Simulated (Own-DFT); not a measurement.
# Computed records: GaP (zincblende, atoms displaced)

All values are calculated (Own-DFT development build). A calculation, not a measurement: plane-wave PBE density functional theory by an unreviewed code, no spin, of a simulated periodic cell, stress positive in tension, free energy of the whole cell less one offset for each atom, forces on such cells passed a denser k mesh, this cell's mesh not checked; offsets are fitted by least squares, one for each functional and potential file, so energies compare only between cells with the same atoms and settings and are not formation energies; the far tail of each file's local potential was reset to the Coulomb form; each entry is a single point on an unrelaxed cell, so the pressure reflects the starting lattice, mostly measured values (interpolated for alloys), from which strain is counted, and rises with the displacements; printed positions are rounded, which can move forces by about a meV/angstrom; the program, named Own-DFT, is a retired in-house code; no spin-orbit coupling.

### GaP (zincblende, atoms displaced)

```
GaP
1.0
     16.3515     0.0000     0.0000
      0.0000    10.9010     0.0000
      0.0000     0.0000    10.9010
Ga P Ga P Ga P Ga P Ga P Ga P Ga P Ga P Ga P Ga P Ga P Ga P
4 4 4 4 4 4 4 4 4 4 4 4 4 4 4 4 4 4 4 4 4 4 4 4
Direct
  0.00051 0.00115 0.00631
  0.00281 0.25658 0.24460
  0.17109 0.99317 0.24659
  0.16420 0.25404 0.00680
  0.08563 0.13050 0.12499
  0.08156 0.37757 0.37904
  0.25163 0.11965 0.37576
  0.25044 0.36967 0.12952
  0.00685 0.99061 0.50029
  0.00268 0.25278 0.75711
  0.16330 0.99867 0.74781
  0.16664 0.25323 0.50371
  0.08154 0.11547 0.62642
  0.08367 0.37267 0.87778
  0.25424 0.11704 0.87342
  0.24751 0.37357 0.62961
  0.99984 0.49567 0.99613
  0.99546 0.74806 0.25060
  0.16992 0.50164 0.25629
  0.16359 0.75061 0.00209
  0.08184 0.62234 0.12517
  0.08090 0.87420 0.37510
  0.24606 0.62837 0.37926
  0.24852 0.88022 0.12374
  0.00061 0.50121 0.50221
  0.00571 0.74798 0.74889
  0.16494 0.49928 0.74989
  0.16190 0.75122 0.50009
  0.08578 0.62370 0.62945
  0.09030 0.87345 0.87892
  0.25003 0.62315 0.87874
  0.25029 0.88028 0.62950
  0.33404 0.99286 0.99735
  0.33364 0.25025 0.24551
  0.50280 0.00153 0.24265
  0.50130 0.25172 0.00314
  0.41477 0.12271 0.13135
  0.41731 0.37572 0.37659
  0.58340 0.12408 0.37393
  0.58283 0.37591 0.12859
  0.34054 0.99669 0.49674
  0.32784 0.23812 0.74435
  0.50139 0.99782 0.74137
  0.49786 0.25212 0.49525
  0.41776 0.12974 0.62886
  0.41678 0.37403 0.88308
  0.57767 0.12551 0.87788
  0.57848 0.37299 0.62603
  0.33068 0.50669 0.00515
  0.33288 0.75350 0.24524
  0.49853 0.50161 0.24939
  0.50565 0.75252 0.99050
  0.41635 0.62962 0.12873
  0.41425 0.88261 0.38045
  0.59147 0.62464 0.37748
  0.58250 0.87442 0.13069
  0.33331 0.50693 0.49850
  0.33116 0.74911 0.74113
  0.50217 0.49492 0.74205
  0.49811 0.75454 0.49992
  0.40624 0.62846 0.62241
  0.41835 0.86869 0.88143
  0.58210 0.61964 0.87229
  0.57638 0.87095 0.62693
  0.67023 0.98914 0.99584
  0.66434 0.24858 0.25263
  0.83069 0.00372 0.25248
  0.83671 0.25012 0.99044
  0.75379 0.12001 0.12920
  0.74525 0.37894 0.38021
  0.91601 0.12861 0.37728
  0.91456 0.37156 0.11532
  0.66775 0.99153 0.50108
  0.66335 0.24524 0.74405
  0.83648 0.00494 0.74526
  0.82952 0.25298 0.50016
  0.74580 0.12818 0.62308
  0.75302 0.37481 0.87224
  0.91280 0.12712 0.86964
  0.91907 0.37328 0.62369
  0.66751 0.50372 0.99678
  0.66728 0.75207 0.25407
  0.83068 0.49953 0.25354
  0.82959 0.75559 0.00340
  0.74440 0.62135 0.12467
  0.75301 0.87984 0.37639
  0.91952 0.62749 0.37799
  0.91724 0.86670 0.11709
  0.67175 0.50309 0.50337
  0.67502 0.74767 0.74939
  0.83251 0.49566 0.74896
  0.83281 0.75865 0.50288
  0.75321 0.63138 0.62200
  0.74693 0.86676 0.87941
  0.91879 0.63211 0.86403
  0.91577 0.87353 0.62315
```

| Property | Result |
| --- | --- |
| functional | PBE |
| potential files | PseudoDojo norm-conserving, scalar-relativistic, standard set |
| wave cutoff | 42 hartree |
| occupations | Fermi-Dirac |
| smearing width | 0.1 eV |
| hardware | one NVIDIA H200 |
| k mesh | 2 x 3 x 3 centred on Gamma |
| free energy of cell above offsets | -49.625 eV |
| pressure | 3.35 GPa |
| stress xx | -3.26 GPa |
| stress yy | -3.38 GPa |
| stress zz | -3.41 GPa |
| stress yz | -0.6 GPa |
| stress xz | 0.04 GPa |
| stress xy | 0.91 GPa |
| wall time | 999.9 s |

Force:
| element | x (eV/Å) | y (eV/Å) | z (eV/Å) |
| --- | --- | --- | --- |
| Ga | 0.075 | 0.074 | -0.859 |
| Ga | -0.704 | -0.268 | 0.544 |
| Ga | -0.946 | 1.134 | 0.926 |
| Ga | 1.073 | -0.491 | -0.967 |
| P | -0.316 | -1.066 | 0.576 |
| P | 0.426 | -0.112 | -0.344 |
| P | -0.156 | 0.599 | 0.133 |
| P | -0.249 | 1.125 | -0.279 |
| Ga | -1.698 | 1.053 | 0.083 |
| Ga | -0.372 | -0.678 | -0.931 |
| Ga | 0.825 | 0.122 | 0.614 |
| Ga | -0.17 | -0.878 | -0.336 |
| P | 0.08 | 1.422 | 0.054 |
| P | 0.42 | 0.327 | -0.148 |
| P | -1.375 | 0.413 | 0.508 |
| P | 0.536 | 0.347 | -0.484 |
| Ga | -0.472 | 0.935 | -0.059 |
| Ga | 0.695 | -0.011 | -0.39 |
| Ga | -0.592 | -0.33 | -0.465 |
| Ga | 0.772 | -0.721 | 0.41 |
| P | 0.115 | -0.12 | 0.294 |
| P | 0.648 | -0.496 | -1.176 |
| P | 0.715 | 0.363 | -0.452 |
| P | 0.431 | -1.29 | -0.546 |
| Ga | -0.033 | 0.108 | 0.176 |
| Ga | -0.253 | 0.867 | 0.169 |
| Ga | 0.504 | -0.132 | 0.72 |
| Ga | 0.678 | 0.288 | 0.51 |
| P | -0.286 | -0.023 | -0.715 |
| P | -1.577 | 0.586 | -0.446 |
| P | -0.449 | 0.493 | -0.514 |
| P | -0.191 | -0.263 | -1.096 |
| Ga | 0.4 | 0.602 | 0.356 |
| Ga | 0.033 | -0.371 | 1.123 |
| Ga | -0.656 | 0.17 | 1.074 |
| Ga | -0.585 | -0.127 | 0.403 |
| P | 0.305 | -0.008 | -1.211 |
| P | -0.659 | 0.397 | -0.416 |
| P | -0.038 | -0.348 | 0.469 |
| P | 0.391 | 0.114 | -0.402 |
| Ga | -1.594 | 1.457 | 1.596 |
| Ga | 0.597 | 1.252 | 0.933 |
| Ga | -0.82 | 0.557 | 1.496 |
| Ga | 0.284 | -0.493 | 0.298 |
| P | 0.157 | -0.613 | -0.983 |
| P | -0.557 | 0.205 | -0.987 |
| P | 1.177 | -0.711 | -0.318 |
| P | 1.365 | -0.057 | -1.11 |
| Ga | 0.54 | -0.821 | 0.047 |
| Ga | -0.249 | 0.205 | 0.899 |
| Ga | 0.419 | 0.235 | 0.433 |
| Ga | -0.144 | -0.571 | 1.244 |
| P | 0.46 | 0.043 | -0.593 |
| P | 1.524 | -1.545 | -2.037 |
| P | -1.637 | 0.129 | 0.168 |
| P | 0.584 | -0.455 | -0.903 |
| Ga | -0.744 | -1.106 | -0.258 |
| Ga | -0.442 | 0.493 | 1.729 |
| Ga | -1.676 | 0.695 | 1.072 |
| Ga | -0.287 | -1.009 | -0.536 |
| P | 2.471 | -0.485 | 0.021 |
| P | -0.358 | 0.458 | -1.637 |
| P | 0.594 | 0.358 | -0.666 |
| P | 2.015 | -0.281 | -0.08 |
| Ga | -1.095 | 1.468 | 0.944 |
| Ga | 0.421 | 0.032 | -0.319 |
| Ga | 1.512 | -0.377 | 0.002 |
| Ga | -0.989 | -0.349 | 0.843 |
| P | -0.962 | 1.001 | -1.301 |
| P | 0.736 | -0.673 | -0.68 |
| P | 0.614 | -0.279 | -0.164 |
| P | 0.148 | 0.67 | 1.042 |
| Ga | -0.825 | 0.611 | 0.172 |
| Ga | -0.296 | 0.46 | 1.119 |
| Ga | -0.965 | -0.576 | -0.019 |
| Ga | 0.493 | -0.082 | -0.089 |
| P | 0.51 | -0.812 | -0.096 |
| P | -1.179 | -0.216 | -0.008 |
| P | 1.358 | -0.589 | 0.474 |
| P | -0.312 | -0.027 | 0.24 |
| Ga | -0.413 | -1.006 | -0.075 |
| Ga | 0.227 | 0.112 | -0.164 |
| Ga | 0.365 | -0.004 | -0.31 |
| Ga | 0.325 | -1.662 | -0.414 |
| P | 1.063 | 0.776 | 0.403 |
| P | -0.393 | -0.675 | -0.256 |
| P | -1.091 | -0.301 | 0.162 |
| P | -0.171 | 1.265 | 1.304 |
| Ga | -1.005 | -0.013 | 0.692 |
| Ga | -1.812 | -0.24 | -0.057 |
| Ga | 0.753 | 0.712 | -0.333 |
| Ga | 0.358 | -0.685 | -0.712 |
| P | 0.189 | -0.847 | 0.233 |
| P | 1.194 | 1.045 | -1.191 |
| P | -0.728 | -0.828 | 1.261 |
| P | 0.945 | 0.341 | 0.566 |
